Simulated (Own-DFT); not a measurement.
# Response to strain: 2H SiC, 32 atoms (C16Si16)

These are calculations, not measurements. They come from Own-DFT, an in-house plane-wave density functional program, since retired, whose code no person has reviewed. Each row is one single-point run on a periodic cell that was not relaxed, without spin or spin-orbit coupling.

Settings of every run: PBE; PseudoDojo norm-conserving scalar-relativistic files; cutoff 42 hartree; 5 x 5 x 3 k mesh centred on Gamma; Fermi-Dirac smearing of 0.1 eV.

Known limits: forces on such cells passed a denser k mesh, each cell not checked; stress not checked against mesh or cutoff.

Unstrained cell vectors in Å: (6.165, 0.000, 0.000); (-3.083, 5.339, 0.000); (0.000, 0.000, 10.068). The unstrained cell has measured lattice constants (interpolated for alloys), not those of this functional. That, the random moves and any unrelaxed bonds set the pressure at no strain. Each run strains this cell uniformly, with the atoms carried along. Every atom was also moved at random, by a Gaussian of width 0.05 Å on each axis. Strain is the symmetric tensor, in per cent. Stress is positive in tension, and the pressure is minus a third of its trace.

```
run,e_xx (%),e_yy (%),e_zz (%),e_yz (%),e_xz (%),e_xy (%),s_xx (GPa),s_yy (GPa),s_zz (GPa),s_yz (GPa),s_xz (GPa),s_xy (GPa),P (GPa),E (meV/atom)
1,0.35,0.03,-0.52,1.77,0.34,-1.47,-1.25,-6.53,-10.47,3.75,0.00,-7.07,6.08,40.2
2,0.54,-0.73,-1.73,1.98,0.24,1.85,-6.27,-10.75,-17.74,7.06,1.69,9.90,11.59,98.1
3,-1.76,-1.80,-0.58,-1.35,-1.97,0.83,-18.48,-15.86,-13.23,-5.16,-5.82,7.20,15.86,53.7
4,0.74,0.01,1.39,0.28,1.89,0.07,2.58,-3.47,0.48,0.89,4.67,0.59,0.13,0.0
5,-0.38,1.99,0.18,-0.15,-1.68,-0.98,-4.90,4.46,-4.25,-1.06,-5.95,-3.86,1.56,36.5
6,0.25,-0.65,-1.92,0.94,-1.58,-0.24,-3.91,-9.10,-20.01,2.21,-5.92,-0.58,11.00,33.6
7,1.21,0.51,1.10,1.73,1.19,-0.73,4.00,0.84,-2.53,6.36,3.85,-2.23,-0.77,11.8
8,0.79,-0.33,-1.01,0.18,0.34,-1.41,-3.99,-5.24,-11.55,0.89,1.55,-6.90,6.93,33.2
9,1.44,-1.23,0.77,-1.80,0.96,-0.73,1.58,-8.33,-2.53,-5.72,1.18,-3.44,3.09,23.8
10,-1.73,1.40,0.49,-0.53,-0.21,1.63,-13.82,2.67,-4.98,-2.76,-0.26,8.06,5.38,39.9
11,-1.23,-1.64,-1.70,1.59,-1.57,0.05,-14.36,-17.51,-18.82,5.38,-6.14,3.51,16.90,44.1
12,-1.11,1.06,-0.94,-0.02,1.24,1.29,-8.91,0.50,-14.25,0.06,4.05,8.72,7.55,20.0
13,-1.41,0.37,-1.30,-1.03,0.21,0.58,-12.25,-5.79,-15.23,-3.53,1.01,4.49,11.09,38.4
14,-1.57,1.64,-0.28,-1.30,1.94,-0.03,-10.84,4.00,-9.67,-3.28,5.43,1.28,5.50,30.0
15,-1.37,1.41,1.68,0.18,-1.53,0.40,-7.80,0.78,1.41,1.07,-4.60,2.79,1.87,27.6
16,-1.41,-0.89,-1.08,1.55,0.45,1.21,-14.25,-14.50,-14.94,7.06,0.77,7.81,14.56,58.8
17,-0.70,-1.46,-0.14,-0.30,-1.99,0.69,-9.94,-14.05,-9.53,-0.64,-7.29,4.82,11.17,49.9
18,-0.66,0.23,-1.39,-1.49,-1.33,0.50,?,?,?,?,?,?,?,?
```

E is the free energy for each atom above the lowest run shown.

## Worked fit

Each stress component was fitted by least squares to a constant and the strains of the runs shown, as fractions, with shears doubled. Shear strains stay in the fit of a normal stress only where such slopes are resolved. The slopes, in GPa:

```
stress  at no strain  per e_xx  per e_yy  per e_zz  scatter
  s_xx          -4.5  545 ± 37  135 ± 37   97 ± 40     1.57
  s_yy          -4.9  117 ± 36  559 ± 36   73 ± 39     1.51
  s_zz          -7.8   57 ± 24   54 ± 23  561 ± 25     1.00
```

Each shear stress against twice its own strain: yz 170 ± 12, xz 153 ± 9, xy 239 ± 14 GPa. These are stiffnesses along x, y and z of the frame in which the cell vectors are given, which need not be the crystal's axes. The atoms are held to the strained lattice; where symmetry lets them move under strain, relaxing them would lower some slopes. The table should be nearly symmetric about its diagonal, and what it lacks of that shows the noise. A ninth of its sum, 244 ± 5 GPa, estimates the bulk modulus near the mean pressure of these runs, 7.6 GPa, so it lies above the value at zero pressure.

## Withheld run

Question: what normal stresses and pressure should run 18 give?

The fit gives s_xx = -9.1, s_yy = -5.4, s_zz = -15.8 and P = 10.1 GPa. The calculation gave -8.56, -4.77, -14.11 and P = 9.15 GPa.
